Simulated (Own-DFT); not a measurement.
# Energy and forces against displacement in beta-Si3N4, 112 atoms (N64Si48)

All numbers below are calculated, not measured. The program, named Own-DFT, is a retired in-house plane-wave density functional code that no person has reviewed. Each row is one single-point run on a periodic cell that was not relaxed, without spin or spin-orbit coupling.

Settings of every run: PBE; PseudoDojo norm-conserving scalar-relativistic files; cutoff 42 hartree; 2 x 2 x 4 k mesh centred on Gamma; Fermi-Dirac smearing of 0.1 eV.

Known limits, some of them of some rows only: some atoms lie very close together; forces on such cells moved up to 12 meV/angstrom on a denser k mesh; stress not checked against mesh or cutoff.

Cell vectors in Å: (15.212, 0.000, 0.000); (-7.606, 13.174, 0.000); (0.000, 0.000, 5.818). In each run every atom was moved at random and independently from its ideal site; u is the rms move along one axis. E is the free energy for each atom above the fitted value at u = 0, and F the rms of the force components.

| run | u (Å) | E (meV/atom) | F (eV/Å) | largest force (eV/Å) | P (GPa) |
|---|---|---|---|---|---|
| 1 | 0.0192 | 17.7 | 0.821 | 2.98 | 5.51 |
| 2 | 0.0204 | 23.2 | 0.936 | 3.98 | 5.56 |
| 3 | 0.0464 | 108.2 | 2.058 | 8.98 | 7.85 |
| 4 | 0.0484 | 104.1 | 1.883 | 7.80 | 7.89 |
| 5 | 0.0995 | ? | ? | ? | ? |
| 6 | 0.1022 | 546.1 | 5.528 | 36.79 | 19.87 |
| 7 | 0.1066 | 590.9 | 6.183 | 45.57 | 21.90 |
| 8 | 0.1458 | 891.5 | 6.455 | 28.47 | 26.75 |

## Worked fit

For small independent moves the energy grows as E = (3/2) K u², with K the mean stiffness felt by one atom. The runs with u up to 0.11 Å give K = 33.6 ± 1.2 eV/Å², with residuals divided by u² + 0.0006 Å², since the noise grows with the moves. The scatter is 8.9 meV/atom at u = 0.05 Å. The forces follow F = G u with G = 47.8 eV/Å²; no force at u = 0 is resolved. G exceeds K because the moves of its neighbours add to the force on an atom, and stiffness differs between atoms. At u = 0.146 Å the parabola gives 1071 meV/atom and the run 891. The pressure follows P = 4.77 + 1475 u² GPa: at fixed volume, shortened bonds push harder than stretched ones pull.

## Withheld run

Question: what energy and rms force should run 5 give?

The fit gives 499 ± 35 meV/atom and about 4.76 eV/Å. The calculation gave 425.3 meV/atom and 4.182 eV/Å.
